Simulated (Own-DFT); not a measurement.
# Computed records: Si3N4 (beta silicon nitride, atoms displaced)

All values are calculated (Own-DFT development build). A calculation, not a measurement: plane-wave PBE density functional theory by an unreviewed code, no spin, of a simulated periodic cell, stress positive in tension, free energy of the whole cell less one offset for each atom, forces on such cells passed a denser k mesh, this cell's mesh not checked; offsets are fitted by least squares, one for each functional and potential file, so energies compare only between cells with the same atoms and settings and are not formation energies; the far tail of each file's local potential was reset to the Coulomb form; each entry is a single point on an unrelaxed cell, so the pressure reflects the starting lattice, mostly measured values (interpolated for alloys), from which strain is counted, and rises with the displacements; printed positions are rounded, which can move forces by about a meV/angstrom; the program, named Own-DFT, is a retired in-house code; no spin-orbit coupling; before rounding, a Quantum ESPRESSO 7.3.1 run of the same cell and cutoff gave forces within 1 meV/angstrom rms on each cell, which checks the program and not the settings.

Settings shared by all entries: functional PBE; potential files PseudoDojo norm-conserving, scalar-relativistic, standard set; wave cutoff 42 hartree; occupations Fermi-Dirac; smearing width 0.1 eV; k mesh 3 x 3 x 3 centred on Gamma.

(1) 
```cif
# cell vector a (Å): 7.6060 0.0000 0.0000
# cell vector b (Å): -3.8030 6.5870 0.0000
# cell vector c (Å): 0.0000 0.0000 8.7270
data_Si3N4
_symmetry_space_group_name_H-M 'P 1'
_symmetry_Int_Tables_number 1
_cell_length_a 7.6060
_cell_length_b 7.6060
_cell_length_c 8.7270
_cell_angle_alpha 90.000
_cell_angle_beta 90.000
_cell_angle_gamma 120.000
_cell_volume 437.23
loop_
_atom_site_label
_atom_site_type_symbol
_atom_site_fract_x
_atom_site_fract_y
_atom_site_fract_z
_atom_site_occupancy
Si1 Si 0.18221 0.77532 0.08308 1
Si2 Si 0.22564 0.40893 0.08545 1
Si3 Si 0.60144 0.83715 0.08703 1
Si4 Si 0.82969 0.22748 0.25374 1
Si5 Si 0.77856 0.60261 0.25355 1
Si6 Si 0.40210 0.17796 0.24883 1
N1 N 0.33418 0.03433 0.08404 1
N2 N 0.97947 0.29976 0.07939 1
N3 N 0.69414 0.66645 0.08179 1
N4 N 0.67267 0.96587 0.25585 1
N5 N 0.02668 0.69865 0.24523 1
N6 N 0.30528 0.33291 0.25437 1
N7 N 0.32000 0.66221 0.07070 1
N8 N 0.65459 0.31860 0.24526 1
Si7 Si 0.16640 0.76719 0.41153 1
Si8 Si 0.23270 0.39920 0.41325 1
Si9 Si 0.59039 0.83215 0.41937 1
Si10 Si 0.82894 0.22935 0.59254 1
Si11 Si 0.77336 0.60748 0.58493 1
Si12 Si 0.38852 0.16692 0.58538 1
N9 N 0.33376 0.04366 0.43055 1
N10 N 0.96651 0.29557 0.41281 1
N11 N 0.70465 0.67298 0.41537 1
N12 N 0.66340 0.97944 0.58494 1
N13 N 0.01366 0.68924 0.58540 1
N14 N 0.29124 0.33824 0.56989 1
N15 N 0.35190 0.67641 0.42106 1
N16 N 0.66351 0.32125 0.56638 1
Si13 Si 0.18661 0.78309 0.75572 1
Si14 Si 0.24111 0.41304 0.75151 1
Si15 Si 0.58832 0.81497 0.74970 1
Si16 Si 0.82725 0.22883 0.92049 1
Si17 Si 0.75818 0.59435 0.92215 1
Si18 Si 0.40828 0.16917 0.91703 1
N17 N 0.32746 0.02302 0.75441 1
N18 N 0.96576 0.31058 0.75362 1
N19 N 0.68998 0.66892 0.75384 1
N20 N 0.66342 0.96973 0.92291 1
N21 N 0.03430 0.70762 0.91264 1
N22 N 0.29532 0.32663 0.92269 1
N23 N 0.33530 0.66979 0.74151 1
N24 N 0.67196 0.34618 0.92493 1
_calc_free_energy_of_cell_above_offsets '-2.412'  # eV
_calc_pressure 8.74  # GPa
_calc_stress_xx -7.79  # GPa
_calc_stress_yy -9.16  # GPa
_calc_stress_zz -9.28  # GPa
_calc_stress_yz -1  # GPa
_calc_stress_xz -0.64  # GPa
_calc_stress_xy -1.98  # GPa
```

Force:
```tsv
element	x (eV/Å)	y (eV/Å)	z (eV/Å)
Si	-2.164	-0.573	-1.444
Si	3.152	0.211	0.033
Si	-0.807	-2.911	0.249
Si	-2.243	0.402	-1.683
Si	-2.802	-3.341	-1.079
Si	1.149	-0.692	1.559
N	-0.246	-0.968	0.571
N	-3.278	-1.907	1.854
N	-0.708	1.238	2.211
N	0.002	1.092	-1.386
N	2.164	1.184	0.152
N	-1.305	0.531	-2.383
N	3.058	1.576	1.151
N	2.511	3.001	0.039
Si	1.714	0.698	2.722
Si	-3.378	2.991	-2.007
Si	3.424	0.788	0.932
Si	-1.785	1.512	-2.506
Si	-2.03	-4.379	-0.417
Si	2.307	4.247	2.187
N	-1	-5.283	-6.046
N	1.702	0.984	1.874
N	-1.005	1.095	0.644
N	1.061	-2.795	1.005
N	5.137	3.106	-0.085
N	3.189	-2.377	6.692
N	-5.695	-3.355	-0.937
N	-2.217	2.263	2.055
Si	-1.774	-5.968	-1.675
Si	-1.68	-0.897	-0.347
Si	-1.235	3.625	-0.134
Si	-1.275	1.316	-0.518
Si	2.491	1.122	-1.569
Si	-0.254	2.447	0.704
N	-0.034	4.818	-0.705
N	2.507	0.148	0.696
N	1.846	-1.105	-0.432
N	0.147	0.343	-1.743
N	-1.234	-0.277	1.597
N	0.888	-0.242	-1.668
N	-0.81	-0.237	0.597
N	0.511	-3.431	-0.758
```

(2) 
```cif
# cell vector a (Å): 7.6060 0.0000 0.0000
# cell vector b (Å): -3.8030 6.5870 0.0000
# cell vector c (Å): 0.0000 0.0000 8.7270
data_Si3N4
_symmetry_space_group_name_H-M 'P 1'
_symmetry_Int_Tables_number 1
_cell_length_a 7.6060
_cell_length_b 7.6060
_cell_length_c 8.7270
_cell_angle_alpha 90.000
_cell_angle_beta 90.000
_cell_angle_gamma 120.000
_cell_volume 437.23
loop_
_atom_site_label
_atom_site_type_symbol
_atom_site_fract_x
_atom_site_fract_y
_atom_site_fract_z
_atom_site_occupancy
Si1 Si 0.18671 0.79215 0.08117 1
Si2 Si 0.23987 0.39868 0.07418 1
Si3 Si 0.60483 0.83249 0.07391 1
Si4 Si 0.84020 0.21893 0.24213 1
Si5 Si 0.77112 0.60963 0.24657 1
Si6 Si 0.40316 0.18611 0.24091 1
N1 N 0.33289 0.03668 0.08754 1
N2 N 0.97381 0.31026 0.08997 1
N3 N 0.69286 0.66498 0.08602 1
N4 N 0.67157 0.97175 0.23794 1
N5 N 0.04058 0.70527 0.26064 1
N6 N 0.32220 0.34989 0.24590 1
N7 N 0.33250 0.66929 0.08949 1
N8 N 0.66803 0.33398 0.24699 1
Si7 Si 0.17214 0.76373 0.41502 1
Si8 Si 0.21716 0.40715 0.41060 1
Si9 Si 0.61084 0.83035 0.42798 1
Si10 Si 0.83493 0.24064 0.58303 1
Si11 Si 0.77842 0.59660 0.58154 1
Si12 Si 0.40072 0.16818 0.57631 1
N9 N 0.32523 0.02317 0.41872 1
N10 N 0.96482 0.29007 0.41125 1
N11 N 0.70263 0.67484 0.41384 1
N12 N 0.67307 0.96833 0.58626 1
N13 N 0.02610 0.70481 0.59671 1
N14 N 0.30394 0.33915 0.58375 1
N15 N 0.33788 0.67389 0.41780 1
N16 N 0.66156 0.33035 0.59271 1
Si13 Si 0.17869 0.76988 0.74114 1
Si14 Si 0.23993 0.40428 0.74158 1
Si15 Si 0.58523 0.82695 0.75014 1
Si16 Si 0.82074 0.23554 0.91171 1
Si17 Si 0.76389 0.58723 0.91142 1
Si18 Si 0.40467 0.18155 0.91343 1
N17 N 0.32666 0.03033 0.74619 1
N18 N 0.96867 0.30000 0.74369 1
N19 N 0.69962 0.66250 0.75632 1
N20 N 0.67098 0.96466 0.91989 1
N21 N 0.04570 0.70600 0.91592 1
N22 N 0.29974 0.34269 0.91008 1
N23 N 0.32939 0.66328 0.74800 1
N24 N 0.66975 0.33305 0.92008 1
_calc_free_energy_of_cell_above_offsets '-2.351'  # eV
_calc_pressure 8.83  # GPa
_calc_stress_xx -5.82  # GPa
_calc_stress_yy -7.72  # GPa
_calc_stress_zz -12.96  # GPa
_calc_stress_yz -2.33  # GPa
_calc_stress_xz -1.98  # GPa
_calc_stress_xy 0.71  # GPa
```

Force:
```tsv
element	x (eV/Å)	y (eV/Å)	z (eV/Å)
Si	0.84	-5.579	1.121
Si	-3.94	4.197	3.235
Si	-2.366	-3.52	3.937
Si	-5.507	0.956	1.545
Si	2.858	-3.284	0.98
Si	4.101	-0.658	3.792
N	-0.555	2.558	-2.731
N	2.384	0.165	-4.798
N	0.768	0.281	-2.751
N	0.808	-1.354	2.822
N	-3.187	-0.683	-4.378
N	-2.888	0.076	0.484
N	1.167	0.365	-1.027
N	0.67	0.689	0.221
Si	1.375	1.488	2.746
Si	3.785	1.93	0.452
Si	-3.416	-0.254	-4.039
Si	-2.397	-1.71	-0.871
Si	-3.144	-1.448	0.871
Si	-0.038	1.423	0.714
N	-0.45	1.449	-1.654
N	0.111	0.048	1.17
N	1.69	-0.645	1.598
N	0.182	1.957	0.863
N	1.051	-0.188	-4.483
N	1.147	-1.501	-3.329
N	0.53	-1.076	0.452
N	1.166	0.595	-0.958
Si	0.413	0.29	4.229
Si	-3.266	1.488	1.021
Si	1.925	-1.219	0.588
Si	2.772	-0.675	1.341
Si	2.266	1.919	2.839
Si	0.643	-0.948	-0.293
N	0.281	0.89	0.749
N	1.431	0.587	1.854
N	-2.256	1.44	-2.829
N	-0.127	3.346	-3.852
N	-2.446	-0.725	-0.175
N	3.168	-2.511	-0.772
N	0.593	0.316	-0.332
N	-2.14	-0.475	-0.354
```

(3) 
```cif
# cell vector a (Å): 7.6060 0.0000 0.0000
# cell vector b (Å): -3.8030 6.5870 0.0000
# cell vector c (Å): 0.0000 0.0000 8.7270
data_Si3N4
_symmetry_space_group_name_H-M 'P 1'
_symmetry_Int_Tables_number 1
_cell_length_a 7.6060
_cell_length_b 7.6060
_cell_length_c 8.7270
_cell_angle_alpha 90.000
_cell_angle_beta 90.000
_cell_angle_gamma 120.000
_cell_volume 437.23
loop_
_atom_site_label
_atom_site_type_symbol
_atom_site_fract_x
_atom_site_fract_y
_atom_site_fract_z
_atom_site_occupancy
Si1 Si 0.17191 0.77261 0.08411 1
Si2 Si 0.22905 0.40422 0.08750 1
Si3 Si 0.59483 0.83641 0.07551 1
Si4 Si 0.82632 0.22721 0.25774 1
Si5 Si 0.77406 0.60083 0.24675 1
Si6 Si 0.40509 0.16359 0.25458 1
N1 N 0.33369 0.03577 0.08227 1
N2 N 0.97074 0.31863 0.07952 1
N3 N 0.68752 0.65523 0.09174 1
N4 N 0.67921 0.97348 0.25767 1
N5 N 0.04182 0.71760 0.25172 1
N6 N 0.30582 0.33267 0.25999 1
N7 N 0.34514 0.67679 0.08775 1
N8 N 0.67165 0.33636 0.26088 1
Si7 Si 0.18719 0.77292 0.41001 1
Si8 Si 0.23635 0.41767 0.42703 1
Si9 Si 0.59858 0.81993 0.41281 1
Si10 Si 0.82870 0.22860 0.58902 1
Si11 Si 0.76583 0.59705 0.58107 1
Si12 Si 0.39241 0.16294 0.59104 1
N9 N 0.33808 0.03181 0.42531 1
N10 N 0.98060 0.29904 0.41507 1
N11 N 0.68594 0.65757 0.42284 1
N12 N 0.67398 0.96772 0.57888 1
N13 N 0.03277 0.69387 0.58418 1
N14 N 0.30595 0.33320 0.58879 1
N15 N 0.33729 0.66300 0.41084 1
N16 N 0.66638 0.32286 0.58366 1
Si13 Si 0.16419 0.76106 0.74713 1
Si14 Si 0.22634 0.40414 0.74904 1
Si15 Si 0.59443 0.83102 0.74769 1
Si16 Si 0.82456 0.22708 0.91281 1
Si17 Si 0.77408 0.59223 0.91271 1
Si18 Si 0.40144 0.17006 0.92234 1
N17 N 0.32774 0.02853 0.74541 1
N18 N 0.95800 0.29188 0.74456 1
N19 N 0.69831 0.67506 0.75045 1
N20 N 0.67558 0.96651 0.92516 1
N21 N 0.02002 0.69696 0.92094 1
N22 N 0.28052 0.32391 0.91788 1
N23 N 0.31850 0.66501 0.75626 1
N24 N 0.67179 0.33238 0.91447 1
_calc_free_energy_of_cell_above_offsets '-4.322'  # eV
_calc_pressure 7.28  # GPa
_calc_stress_xx -5.08  # GPa
_calc_stress_yy -6.96  # GPa
_calc_stress_zz -9.81  # GPa
_calc_stress_yz 2.58  # GPa
_calc_stress_xz -2.67  # GPa
_calc_stress_xy -0.47  # GPa
```

Force:
```tsv
element	x (eV/Å)	y (eV/Å)	z (eV/Å)
Si	1.73	-0.731	-0.789
Si	0.381	1.031	1.196
Si	1.862	-3.482	5.894
Si	-0.173	2.342	-1.345
Si	0.187	-1.853	2.391
Si	-0.279	3.649	0.718
N	-0.009	-1.692	1.27
N	0.074	-1.118	1.145
N	-0.733	1.671	-3.302
N	-0.23	-1.146	-2.314
N	-1.48	-0.772	-0.306
N	-0.282	-0.648	-1.214
N	-2.665	-1.178	-0.32
N	0.181	-0.642	-0.684
Si	-0.683	-0.574	2.642
Si	1.856	-3.266	-1.783
Si	-0.969	0.744	1.012
Si	-2.052	-0.27	-4.558
Si	1.584	-2.451	1.383
Si	2.282	3.65	-2.22
N	-0.33	-1.428	-1.527
N	-1.307	-0.35	1.879
N	1.443	0.252	-2.199
N	-0.166	-0.533	0.711
N	-1.292	-0.076	-2.163
N	-0.836	0.302	0.088
N	-0.61	2.865	0.415
N	-1.707	1.434	0.387
Si	-0.388	1.365	1.405
Si	-0.362	0.089	0.826
Si	-0.815	-1.167	0.355
Si	0.048	1.087	1.405
Si	-3.788	-0.971	1.522
Si	-0.123	2.536	-2.824
N	-0.312	-2.091	4.205
N	3.063	1.236	2.9
N	0.768	-0.541	0.076
N	-0.006	2.57	-5.088
N	2.968	1.952	-0.76
N	2.138	-0.982	-0.074
N	2.979	0.06	-0.366
N	-1.946	-0.873	0.011
```

(4) 
```cif
# cell vector a (Å): 7.6060 0.0000 0.0000
# cell vector b (Å): -3.8030 6.5870 0.0000
# cell vector c (Å): 0.0000 0.0000 8.7270
data_Si3N4
_symmetry_space_group_name_H-M 'P 1'
_symmetry_Int_Tables_number 1
_cell_length_a 7.6060
_cell_length_b 7.6060
_cell_length_c 8.7270
_cell_angle_alpha 90.000
_cell_angle_beta 90.000
_cell_angle_gamma 120.000
_cell_volume 437.23
loop_
_atom_site_label
_atom_site_type_symbol
_atom_site_fract_x
_atom_site_fract_y
_atom_site_fract_z
_atom_site_occupancy
Si1 Si 0.16340 0.77361 0.09115 1
Si2 Si 0.23131 0.41014 0.08948 1
Si3 Si 0.58707 0.82397 0.08050 1
Si4 Si 0.83422 0.23058 0.25414 1
Si5 Si 0.78492 0.59552 0.24398 1
Si6 Si 0.41285 0.18363 0.24209 1
N1 N 0.32936 0.02470 0.08314 1
N2 N 0.97383 0.30594 0.07903 1
N3 N 0.69080 0.66199 0.09229 1
N4 N 0.65642 0.96414 0.25736 1
N5 N 0.02351 0.69879 0.26394 1
N6 N 0.28330 0.32295 0.25466 1
N7 N 0.34050 0.67632 0.08357 1
N8 N 0.67562 0.34614 0.25718 1
Si7 Si 0.18200 0.76807 0.42389 1
Si8 Si 0.23107 0.40472 0.42507 1
Si9 Si 0.59067 0.81295 0.42075 1
Si10 Si 0.82327 0.24073 0.58588 1
Si11 Si 0.76689 0.58822 0.58746 1
Si12 Si 0.40574 0.17067 0.58773 1
N9 N 0.33049 0.04339 0.41775 1
N10 N 0.97094 0.31230 0.41452 1
N11 N 0.70332 0.66177 0.42060 1
N12 N 0.66843 0.96438 0.59554 1
N13 N 0.03578 0.70050 0.58219 1
N14 N 0.28058 0.31426 0.59231 1
N15 N 0.34088 0.68116 0.41785 1
N16 N 0.67118 0.34544 0.57904 1
Si13 Si 0.16982 0.76287 0.73848 1
Si14 Si 0.22277 0.39494 0.74966 1
Si15 Si 0.59308 0.82607 0.75745 1
Si16 Si 0.82591 0.23217 0.91884 1
Si17 Si 0.76763 0.59879 0.91782 1
Si18 Si 0.39834 0.17574 0.91376 1
N17 N 0.32666 0.01895 0.75203 1
N18 N 0.96548 0.30099 0.74794 1
N19 N 0.69401 0.66402 0.75454 1
N20 N 0.65942 0.97671 0.91759 1
N21 N 0.03823 0.70018 0.89889 1
N22 N 0.30435 0.34491 0.92477 1
N23 N 0.32822 0.66539 0.75496 1
N24 N 0.66591 0.32048 0.91617 1
_calc_free_energy_of_cell_above_offsets '-3.758'  # eV
_calc_pressure 7.39  # GPa
_calc_stress_xx -9.5  # GPa
_calc_stress_yy -5.54  # GPa
_calc_stress_zz -7.11  # GPa
_calc_stress_yz -0.08  # GPa
_calc_stress_xz -1.46  # GPa
_calc_stress_xy -1.66  # GPa
```

Force:
```tsv
element	x (eV/Å)	y (eV/Å)	z (eV/Å)
Si	2.247	-1.601	-2.296
Si	-0.233	1.53	-0.219
Si	1.177	1.792	1.653
Si	-2.273	-0.932	-1.639
Si	-5.244	-0.505	2.739
Si	-0.038	-0.244	2.189
N	-0.771	2.164	-0.078
N	-0.578	-0.531	1.601
N	0.63	0.795	-2.275
N	1.152	1.38	-1.101
N	4.531	2.4	-1.89
N	1.243	-0.017	-0.097
N	-3.275	-2.367	0.59
N	0.647	-3.265	-1.094
Si	-1.694	2.592	-1.125
Si	-0.327	0.738	-0.703
Si	2.169	2.428	0.794
Si	0.641	-2.215	-0.746
Si	-0.37	3.569	-0.377
Si	-0.11	0.435	-0.424
N	0.386	-1.707	-0.764
N	0.687	-0.051	2.148
N	-1.197	0.791	-0.738
N	0.076	1.805	-2.618
N	-2.223	-1.2	-1.171
N	1.629	-0.139	-1.698
N	0.294	-4.225	0.277
N	-0.441	-4.02	0.801
Si	2.494	0.604	2.179
Si	-1.005	2.812	2.372
Si	-1.042	-0.964	-0.373
Si	0.566	-0.021	-0.901
Si	1.63	-1.738	0.287
Si	1.259	-0.561	0.63
N	-0.292	2.66	-0.579
N	0.236	-0.052	1.054
N	-0.165	0.308	-0.556
N	1.291	-1.369	0.89
N	-3.291	-0.897	5.411
N	1.222	-1.783	-1.601
N	1.49	-1.153	-0.706
N	-3.127	2.753	0.152
```
